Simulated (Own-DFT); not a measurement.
Simulation results for Si47N64 (beta silicon nitride with one vacancy, atoms displaced)

A calculation, not a measurement: plane-wave PBE density functional theory by an unreviewed code, no spin, of a simulated periodic cell, stress positive in tension, free energy of the whole cell less one offset for each atom, defect cell not probed for a lower state with spin; forces on such cells moved up to 12 meV/angstrom on a denser k mesh; offsets are fitted by least squares, one for each functional and potential file, so energies compare only between cells with the same atoms and settings and are not formation energies; the far tail of each file's local potential was reset to the Coulomb form; each entry is a single point on an unrelaxed cell, so the pressure reflects the starting lattice, mostly measured values (interpolated for alloys), from which strain is counted, and rises with the displacements; printed positions are rounded, which can move forces by about a meV/angstrom; the program, named Own-DFT, is a retired in-house code; no spin-orbit coupling; before rounding, a Quantum ESPRESSO 7.3.1 run of the same cell and cutoff gave forces within 1 meV/angstrom rms on each cell, which checks the program and not the settings. Program: Own-DFT development build.

Common to all runs: functional PBE; potential files PseudoDojo norm-conserving, scalar-relativistic, standard set; wave cutoff 42 hartree; occupations Fermi-Dirac; smearing width 0.1 eV; k mesh 2 x 2 x 4 centred on Gamma.

```yaml
- entry: 1
  formula: Si47N64
  kind: "beta silicon nitride with one vacancy, atoms displaced"
  structure:
    cell_angstrom: [[15.212, 0.0, 0.0], [-7.606, 13.174, 0.0], [0.0, 0.0, 5.818]]
    atoms_fractional:
      - [Si, 0.08232, 0.38042, 0.13001]
      - [Si, 0.11468, 0.20124, 0.12829]
      - [Si, 0.41598, 0.11824, 0.37291]
      - [Si, 0.38455, 0.29968, 0.37487]
      - [Si, 0.20275, 0.08682, 0.37733]
      - ["N", 0.16775, 0.01599, 0.13412]
      - ["N", 0.48455, 0.14838, 0.1252]
      - ["N", 0.34654, 0.33249, 0.12762]
      - ["N", 0.33064, 0.48216, 0.372]
      - ["N", 0.0155, 0.34932, 0.3747]
      - ["N", 0.15227, 0.16489, 0.3775]
      - ["N", 0.16545, 0.32814, 0.11989]
      - ["N", 0.33342, 0.16761, 0.36846]
      - [Si, 0.0814, 0.38439, 0.61243]
      - [Si, 0.1127, 0.20061, 0.62336]
      - [Si, 0.29879, 0.41519, 0.63054]
      - [Si, 0.40919, 0.114, 0.87625]
      - [Si, 0.38397, 0.299, 0.88305]
      - [Si, 0.20498, 0.0867, 0.86796]
      - ["N", 0.16845, 0.02029, 0.62948]
      - ["N", 0.48634, 0.15121, 0.62659]
      - ["N", 0.35261, 0.33519, 0.61152]
      - ["N", 0.33587, 0.48746, 0.8713]
      - ["N", 0.01458, 0.35323, 0.87649]
      - ["N", 0.1471, 0.16374, 0.87583]
      - ["N", 0.16927, 0.33456, 0.6291]
      - ["N", 0.33784, 0.16731, 0.8829]
      - [Si, 0.0887, 0.88478, 0.1248]
      - [Si, 0.11511, 0.70404, 0.12925]
      - [Si, 0.30138, 0.91263, 0.12788]
      - [Si, 0.41176, 0.61788, 0.38118]
      - [Si, 0.38841, 0.7986, 0.37272]
      - [Si, 0.20355, 0.5853, 0.37503]
      - ["N", 0.16784, 0.51647, 0.1221]
      - ["N", 0.48889, 0.65231, 0.12826]
      - ["N", 0.3481, 0.83482, 0.11925]
      - ["N", 0.33602, 0.98612, 0.37219]
      - ["N", 0.01676, 0.84879, 0.3753]
      - ["N", 0.15092, 0.66831, 0.37549]
      - ["N", 0.16807, 0.83228, 0.12606]
      - ["N", 0.33467, 0.66833, 0.36698]
      - [Si, 0.08786, 0.8859, 0.63013]
      - [Si, 0.11903, 0.70408, 0.62571]
      - [Si, 0.2986, 0.91531, 0.63037]
      - [Si, 0.41386, 0.61257, 0.8691]
      - [Si, 0.38411, 0.79642, 0.87078]
      - [Si, 0.20833, 0.58737, 0.87353]
      - ["N", 0.1656, 0.514, 0.62717]
      - ["N", 0.48638, 0.65048, 0.63288]
      - ["N", 0.34833, 0.82914, 0.63828]
      - ["N", 0.33469, 0.98244, 0.87712]
      - ["N", 0.01551, 0.85169, 0.87204]
      - ["N", 0.15202, 0.66606, 0.88118]
      - ["N", 0.16479, 0.82838, 0.62491]
      - ["N", 0.33393, 0.66236, 0.87434]
      - [Si, 0.58445, 0.38029, 0.12695]
      - [Si, 0.61176, 0.20256, 0.12662]
      - [Si, 0.79842, 0.41658, 0.12664]
      - [Si, 0.91102, 0.11366, 0.37487]
      - [Si, 0.88527, 0.29868, 0.37906]
      - [Si, 0.70469, 0.0858, 0.37398]
      - ["N", 0.66817, 0.01649, 0.1237]
      - ["N", 0.98235, 0.14881, 0.12391]
      - ["N", 0.84709, 0.33014, 0.13434]
      - ["N", 0.83122, 0.48445, 0.37912]
      - ["N", 0.51557, 0.34897, 0.37845]
      - ["N", 0.6535, 0.16736, 0.37547]
      - ["N", 0.67117, 0.33512, 0.11911]
      - ["N", 0.83143, 0.16827, 0.37155]
      - [Si, 0.58601, 0.38439, 0.63293]
      - [Si, 0.61691, 0.20078, 0.63049]
      - [Si, 0.79282, 0.41252, 0.62489]
      - [Si, 0.91535, 0.11663, 0.86844]
      - [Si, 0.88488, 0.29484, 0.88075]
      - [Si, 0.70232, 0.08849, 0.87516]
      - ["N", 0.67024, 0.01646, 0.62398]
      - ["N", 0.98414, 0.14925, 0.62843]
      - ["N", 0.85194, 0.33178, 0.6198]
      - ["N", 0.83296, 0.48437, 0.87798]
      - ["N", 0.51666, 0.34983, 0.86915]
      - ["N", 0.64891, 0.16578, 0.8735]
      - ["N", 0.66614, 0.33032, 0.62991]
      - ["N", 0.8323, 0.16517, 0.87382]
      - [Si, 0.58809, 0.88345, 0.12994]
      - [Si, 0.6179, 0.70367, 0.12513]
      - [Si, 0.80239, 0.91569, 0.132]
      - [Si, 0.91656, 0.61661, 0.38078]
      - [Si, 0.8834, 0.79748, 0.37515]
      - [Si, 0.70212, 0.58806, 0.37738]
      - ["N", 0.66706, 0.51357, 0.11873]
      - ["N", 0.98605, 0.65425, 0.13486]
      - ["N", 0.85417, 0.83596, 0.12116]
      - ["N", 0.83532, 0.98562, 0.37458]
      - ["N", 0.51564, 0.8496, 0.37363]
      - ["N", 0.65204, 0.66889, 0.38422]
      - ["N", 0.66359, 0.82966, 0.12238]
      - ["N", 0.83632, 0.67147, 0.37209]
      - [Si, 0.58766, 0.88499, 0.61585]
      - [Si, 0.61546, 0.70249, 0.62121]
      - [Si, 0.79899, 0.91121, 0.62953]
      - [Si, 0.91114, 0.61318, 0.87781]
      - [Si, 0.88301, 0.79365, 0.88156]
      - [Si, 0.70488, 0.59014, 0.87508]
      - ["N", 0.66531, 0.51269, 0.62578]
      - ["N", 0.98289, 0.6506, 0.62965]
      - ["N", 0.85169, 0.83743, 0.62221]
      - ["N", 0.83152, 0.9834, 0.8653]
      - ["N", 0.51837, 0.85234, 0.87723]
      - ["N", 0.64679, 0.66572, 0.88063]
      - ["N", 0.66529, 0.83245, 0.62283]
      - ["N", 0.83354, 0.66984, 0.87858]
  results:
    "free_energy_of_cell_above_offsets [eV]": "-4.962"
    "pressure [GPa]": 6.05
    "stress_xx [GPa]": -5.01
    "stress_yy [GPa]": -6.33
    "stress_zz [GPa]": -6.81
    "stress_yz [GPa]": -0.52
    "stress_xz [GPa]": 1.03
    "stress_xy [GPa]": -0.9
    force_element: [Si, Si, Si, Si, Si, "N", "N", "N", "N", "N", "N", "N", "N", Si, Si, Si, Si, Si, Si, "N", "N", "N", "N", "N", "N", "N", "N", Si, Si, Si, Si, Si, Si, "N", "N", "N", "N", "N", "N", "N", "N", Si, Si, Si, Si, Si, Si, "N", "N", "N", "N", "N", "N", "N", "N", Si, Si, Si, Si, Si, Si, "N", "N", "N", "N", "N", "N", "N", "N", Si, Si, Si, Si, Si, Si, "N", "N", "N", "N", "N", "N", "N", "N", Si, Si, Si, Si, Si, Si, "N", "N", "N", "N", "N", "N", "N", "N", Si, Si, Si, Si, Si, Si, "N", "N", "N", "N", "N", "N", "N", "N"]
    "force_x [eV/angstrom]": [3.69, 0.862, -1.145, 0.255, 0.799, -0.181, -0.499, 0.656, 0.041, -1.597, -1.391, -2.161, 0.628, 3.279, 1.513, 1.015, 2.329, -0.387, -0.586, 0.145, -0.52, -1.081, 0.046, 0.175, 0.984, -2.437, -2.638, 0.308, 1.081, -2.357, 1.482, -2.296, -0.383, -0.733, -1.429, 2.451, 0.352, -0.521, 1.232, -0.319, -0.754, 0.673, -0.526, 0.095, 0.029, 2.069, -1.771, -0.449, 0.183, -1.565, -0.089, -0.057, 0.146, -0.275, 0.485, 0.9, 2.56, 0.784, -0.977, -0.285, -1.029, -0.309, 0.429, -0.588, 0.539, 0.376, -0.662, -1.915, 2.433, 1.367, -0.681, 1.721, -2.009, -1.352, 0.408, -0.652, 0.069, -2.066, 0.383, -1.189, 0.713, -0.97, 0.746, 0.474, -1.016, -1.611, -2.12, 1.273, 1.073, -0.437, -0.422, -1.347, 0.211, -0.079, 1.248, 1.88, -0.161, 0.75, -0.74, -1.972, 0.078, 0.236, -1.029, 0.041, 1.414, 1.102, 0.717, -1.031, 2.045, 0.776, 1.043]
    "force_y [eV/angstrom]": [1.915, -0.009, -0.065, -0.505, 1.09, -0.466, -0.138, -0.275, 1.697, -0.747, -0.051, 1.146, -0.307, 0.713, 1.238, -0.712, 0.148, 0.53, 1.988, -2.932, -0.661, 0.516, -0.923, -0.271, -0.909, -1.084, 0.135, -0.212, -0.253, -0.156, -2.045, -0.569, 0.71, -1.466, -0.828, -1.065, -0.243, 0.452, -1.34, 1.452, 0.312, -0.541, -1.742, -2.123, 0.261, -1.259, -0.661, 0.236, 0.526, 1.861, 1.229, -0.013, -0.456, 3.771, 2.501, 1.088, 0.795, -1.851, 1.422, -1.441, 1.028, -1.061, -0.273, 1.549, 1.145, 0.102, -0.546, -1.062, -0.401, -0.614, 0.479, -1.03, -1.202, 0.236, -0.333, -0.687, 0.194, 1.78, 0.343, -0.602, -0.801, 0.638, 0.183, 0.539, -0.444, -1.431, 0.027, 0.706, -0.359, 0.67, -0.948, 0.88, -0.606, 0.395, -1.038, 2.579, -2.451, 0.275, 0.834, -0.218, 1.44, 2.489, -1.091, 1.845, 0.178, -0.93, 1.113, -0.301, -0.847, 0.574, -2.357]
    "force_z [eV/angstrom]": [-2.064, -0.231, 1.04, -2.031, -0.452, -1.971, -0.613, -0.294, 1.13, -0.674, 0.091, 0.271, 0.602, 3.773, 0.441, -0.683, -0.58, -1.101, 3.453, -1.247, 0.153, 3.848, -0.774, -0.656, -0.355, -0.286, -0.618, 0.329, -0.684, -0.014, -1.366, 0.312, -0.525, 0.838, 0.191, 1.161, 1.126, 0.362, 0.269, -0.111, 0.412, -1.288, 1.013, -1.343, 2.768, 2.31, 0.653, -0.894, -2.015, -3.895, 0.249, 0.974, -0.63, 0.183, -0.158, -0.358, 0.236, 0.542, -0.158, -0.94, -0.075, 0.252, 0.304, -1.533, -0.196, -0.13, -0.15, 0.368, 0.224, -1.981, -1.77, 0.281, 1.603, -0.382, -0.134, -0.047, -1.918, 2.521, -0.617, 2.2, 1.549, -0.142, -0.006, -1.79, 1.076, -2.296, -0.065, 0.184, -0.752, 1.161, -1.601, 1.064, 0.92, -0.009, -1.837, 0.491, 0.323, 2.48, 1.993, -1.207, 0.524, -1.968, 0.081, 0.106, 0.644, 0.911, 2.343, -0.668, -1.586, -0.252, -0.214]
- entry: 2
  formula: Si47N64
  kind: "beta silicon nitride with one vacancy, atoms displaced"
  structure:
    cell_angstrom: [[15.212, 0.0, 0.0], [-7.606, 13.174, 0.0], [0.0, 0.0, 5.818]]
    atoms_fractional:
      - [Si, 0.0904, 0.38505, 0.12018]
      - [Si, 0.11271, 0.203, 0.1268]
      - [Si, 0.41461, 0.11189, 0.3759]
      - [Si, 0.38986, 0.30123, 0.37301]
      - [Si, 0.20264, 0.08886, 0.37494]
      - ["N", 0.16644, 0.01533, 0.11904]
      - ["N", 0.48466, 0.1518, 0.12712]
      - ["N", 0.34886, 0.33615, 0.11934]
      - ["N", 0.33688, 0.4835, 0.36686]
      - ["N", 0.01107, 0.34633, 0.38034]
      - ["N", 0.15068, 0.16663, 0.37728]
      - ["N", 0.1669, 0.33817, 0.1254]
      - ["N", 0.33504, 0.16809, 0.36561]
      - [Si, 0.08698, 0.38409, 0.62418]
      - [Si, 0.11284, 0.20017, 0.61396]
      - [Si, 0.29352, 0.40861, 0.62898]
      - [Si, 0.41731, 0.11513, 0.8715]
      - [Si, 0.38492, 0.29663, 0.86447]
      - [Si, 0.20095, 0.08457, 0.87234]
      - ["N", 0.16752, 0.01638, 0.62121]
      - ["N", 0.48825, 0.15158, 0.62757]
      - ["N", 0.35373, 0.33792, 0.62839]
      - ["N", 0.3312, 0.48086, 0.87224]
      - ["N", 0.01621, 0.35115, 0.86985]
      - ["N", 0.15166, 0.17044, 0.87903]
      - ["N", 0.16517, 0.33184, 0.63092]
      - ["N", 0.32894, 0.16293, 0.88204]
      - [Si, 0.08645, 0.8845, 0.122]
      - [Si, 0.11288, 0.70119, 0.11543]
      - [Si, 0.29815, 0.91566, 0.11798]
      - [Si, 0.41103, 0.61278, 0.37073]
      - [Si, 0.38301, 0.79557, 0.38104]
      - [Si, 0.20621, 0.59068, 0.37198]
      - ["N", 0.16805, 0.51863, 0.11564]
      - ["N", 0.48454, 0.6538, 0.12623]
      - ["N", 0.35039, 0.83388, 0.12008]
      - ["N", 0.33077, 0.98351, 0.36686]
      - ["N", 0.01287, 0.84894, 0.36994]
      - ["N", 0.14756, 0.66429, 0.37052]
      - ["N", 0.16804, 0.83745, 0.13216]
      - ["N", 0.3303, 0.66482, 0.38529]
      - [Si, 0.08643, 0.88441, 0.62185]
      - [Si, 0.11762, 0.70365, 0.62989]
      - [Si, 0.29599, 0.91429, 0.62061]
      - [Si, 0.41091, 0.61281, 0.87716]
      - [Si, 0.38342, 0.7963, 0.87393]
      - [Si, 0.20272, 0.5845, 0.88259]
      - ["N", 0.16746, 0.51991, 0.61585]
      - ["N", 0.48225, 0.65398, 0.62776]
      - ["N", 0.34932, 0.83375, 0.62741]
      - ["N", 0.3331, 0.98444, 0.87594]
      - ["N", 0.01522, 0.849, 0.87967]
      - ["N", 0.15206, 0.66823, 0.87814]
      - ["N", 0.17248, 0.83574, 0.62839]
      - ["N", 0.33008, 0.66864, 0.87532]
      - [Si, 0.58568, 0.38333, 0.1319]
      - [Si, 0.61503, 0.20034, 0.1214]
      - [Si, 0.79789, 0.41362, 0.13077]
      - [Si, 0.91112, 0.11401, 0.37243]
      - [Si, 0.88419, 0.29753, 0.3659]
      - [Si, 0.70396, 0.08845, 0.37332]
      - ["N", 0.666, 0.01337, 0.11941]
      - ["N", 0.98352, 0.1546, 0.12413]
      - ["N", 0.84913, 0.33536, 0.12881]
      - ["N", 0.83558, 0.48421, 0.38063]
      - ["N", 0.51357, 0.34797, 0.37709]
      - ["N", 0.64932, 0.16888, 0.37678]
      - ["N", 0.66737, 0.33695, 0.1243]
      - ["N", 0.83569, 0.16814, 0.36731]
      - [Si, 0.58702, 0.38688, 0.6193]
      - [Si, 0.61571, 0.2024, 0.63035]
      - [Si, 0.79702, 0.41072, 0.63018]
      - [Si, 0.90948, 0.11167, 0.87453]
      - [Si, 0.88336, 0.29703, 0.87869]
      - [Si, 0.7011, 0.0878, 0.87499]
      - ["N", 0.66309, 0.01551, 0.6253]
      - ["N", 0.98452, 0.15017, 0.62026]
      - ["N", 0.8511, 0.33336, 0.61849]
      - ["N", 0.83159, 0.48278, 0.87509]
      - ["N", 0.51771, 0.3501, 0.87293]
      - ["N", 0.6471, 0.16489, 0.88171]
      - ["N", 0.66211, 0.33331, 0.62344]
      - ["N", 0.835, 0.16533, 0.87601]
      - [Si, 0.58303, 0.88369, 0.11519]
      - [Si, 0.61674, 0.70404, 0.12772]
      - [Si, 0.80244, 0.91532, 0.12674]
      - [Si, 0.91135, 0.61556, 0.37119]
      - [Si, 0.8835, 0.79914, 0.38436]
      - [Si, 0.70409, 0.58615, 0.3781]
      - ["N", 0.67056, 0.51531, 0.1147]
      - ["N", 0.98352, 0.65075, 0.12448]
      - ["N", 0.85332, 0.83679, 0.116]
      - ["N", 0.83553, 0.98283, 0.36806]
      - ["N", 0.51782, 0.85159, 0.38073]
      - ["N", 0.65271, 0.66902, 0.37721]
      - ["N", 0.66497, 0.83077, 0.12221]
      - ["N", 0.83253, 0.66399, 0.37741]
      - [Si, 0.58665, 0.88289, 0.62346]
      - [Si, 0.60936, 0.69932, 0.62303]
      - [Si, 0.80131, 0.91658, 0.61965]
      - [Si, 0.90926, 0.61248, 0.87956]
      - [Si, 0.88676, 0.79505, 0.88527]
      - [Si, 0.7021, 0.58647, 0.87613]
      - ["N", 0.67074, 0.51782, 0.62566]
      - ["N", 0.98464, 0.64869, 0.63132]
      - ["N", 0.84862, 0.83519, 0.63388]
      - ["N", 0.83238, 0.98496, 0.88006]
      - ["N", 0.51674, 0.84942, 0.87559]
      - ["N", 0.65253, 0.6693, 0.87558]
      - ["N", 0.66847, 0.8319, 0.62217]
      - ["N", 0.8335, 0.66473, 0.87458]
  results:
    "free_energy_of_cell_above_offsets [eV]": "-5.075"
    "pressure [GPa]": 5.67
    "stress_xx [GPa]": -6.18
    "stress_yy [GPa]": -4.54
    "stress_zz [GPa]": -6.28
    "stress_yz [GPa]": 0.29
    "stress_xz [GPa]": 0.27
    "stress_xy [GPa]": -1.26
    force_element: [Si, Si, Si, Si, Si, "N", "N", "N", "N", "N", "N", "N", "N", Si, Si, Si, Si, Si, Si, "N", "N", "N", "N", "N", "N", "N", "N", Si, Si, Si, Si, Si, Si, "N", "N", "N", "N", "N", "N", "N", "N", Si, Si, Si, Si, Si, Si, "N", "N", "N", "N", "N", "N", "N", "N", Si, Si, Si, Si, Si, Si, "N", "N", "N", "N", "N", "N", "N", "N", Si, Si, Si, Si, Si, Si, "N", "N", "N", "N", "N", "N", "N", "N", Si, Si, Si, Si, Si, Si, "N", "N", "N", "N", "N", "N", "N", "N", Si, Si, Si, Si, Si, Si, "N", "N", "N", "N", "N", "N", "N", "N"]
    "force_x [eV/angstrom]": [-1.636, 1.017, -1.772, -3.967, 1.126, -0.677, 0.836, 1.429, -0.249, 1.675, 0.062, 1.511, 0.416, 0.036, 0.214, 0.936, -2.747, -0.442, -0.881, -0.572, -1.048, 0.234, 0.02, -0.951, 0.466, -0.757, 2.18, 0.882, 0.358, 0.131, -0.631, 0.421, -1.838, -0.69, 0.472, -0.45, 0.833, 0.515, -0.074, -0.009, 2.114, 0.975, -0.44, 1.773, -1.385, 0.272, -0.519, -0.289, 0.394, -0.636, 0.687, 0.456, 0.615, -3.237, 2.079, 0.518, -1.519, -1.089, 0.251, 0.503, -0.284, -0.519, 0.096, -0.037, 0.073, 1.926, 1.593, 0.751, -1.305, 0.467, 0.026, -0.868, 1.002, 1.072, 1.323, 0.127, -0.91, -0.957, 0.585, -0.73, 1.43, 2.213, -2.147, 2.427, -0.452, -1.995, 1.242, -0.097, -0.71, -0.901, -0.153, -0.268, 0.16, -1.694, 0.654, 0.323, -0.619, 1.471, 1.438, -1.279, 0.972, -0.935, -0.18, -0.818, -0.096, 1.28, 0.436, -1.772, 0.211, -0.672, -0.805]
    "force_y [eV/angstrom]": [1.043, 2.491, 1.29, -0.719, 0.228, -0.229, -0.305, -1.068, -0.764, 1.387, -0.613, -2.634, -0.409, 1.119, 1.178, 1.35, 0.141, 0.096, 1.695, -0.974, -1.193, -0.544, 1.587, -0.078, -1.541, -0.693, 1.03, 0.353, 1.556, -2.336, -0.32, 0.27, -1.205, -2.079, -0.16, 0.883, 0.913, 0.507, 0.285, -1.602, 1.671, -0.531, -0.325, -0.076, -0.815, 0.169, 1.97, -2.083, -0.166, 1.053, 1.239, 0.368, -0.858, -1.118, -0.958, 0.545, 2.735, 0.071, 1.108, -0.501, -0.151, 0.981, -1.235, -0.105, 0.091, 1.407, -1.338, -1.999, -1.115, 0.087, 1.759, -0.287, 1.957, -0.147, -0.242, 0.421, -1.147, 0.08, -0.058, -0.201, -0.658, -0.239, 0.557, -0.282, -0.466, -2.824, -0.041, -1.344, 0.714, -0.707, -0.311, 0.134, 1.603, -0.662, -1.357, 2.447, 1.985, 0.165, 1.297, -2.053, 0.454, -0.581, 1.493, -1.276, 0.201, -0.054, -0.333, -0.605, -1.205, 1.137, 0.616]
    "force_z [eV/angstrom]": [0.884, -0.522, -0.113, -1.103, -1.178, 1.274, -0.442, 0.334, 2.107, -1.425, -1.308, 0.293, 0.899, -0.728, 2.921, -1.268, 1.092, 2.875, 0.383, -0.082, -0.732, -1.873, -0.483, 1.009, -1.287, -0.605, -0.987, 0.827, 2.115, 0.649, 0.513, -1.059, -0.689, 3.149, -0.291, 1.323, 1.212, 0.97, 0.173, -0.489, -0.578, 0.157, -1.205, 0.353, 0.307, 0.125, -3.451, 1.497, -0.56, -0.442, -1.613, -1.61, -0.742, -0.086, 0.23, -1.916, 2.088, -0.279, -0.115, 1.629, -0.164, 0.83, -0.116, -1.448, -0.237, -0.072, -0.139, 0.198, 0.241, 1.561, -0.822, -0.809, -0.178, -1.112, -0.15, -0.282, 0.426, 1.29, 0.7, 0.045, -1.482, 0.089, -0.163, 2.679, -0.501, -1.558, 1.68, -1.045, -1.395, 2.654, -0.123, 2.697, 1.271, -1.677, -0.112, 0.134, -0.08, 0.519, 0.739, 1.592, -1.069, -1.967, -0.571, -0.307, -0.657, -0.214, -1.309, -1.627, -0.245, -0.037, 0.195]
```
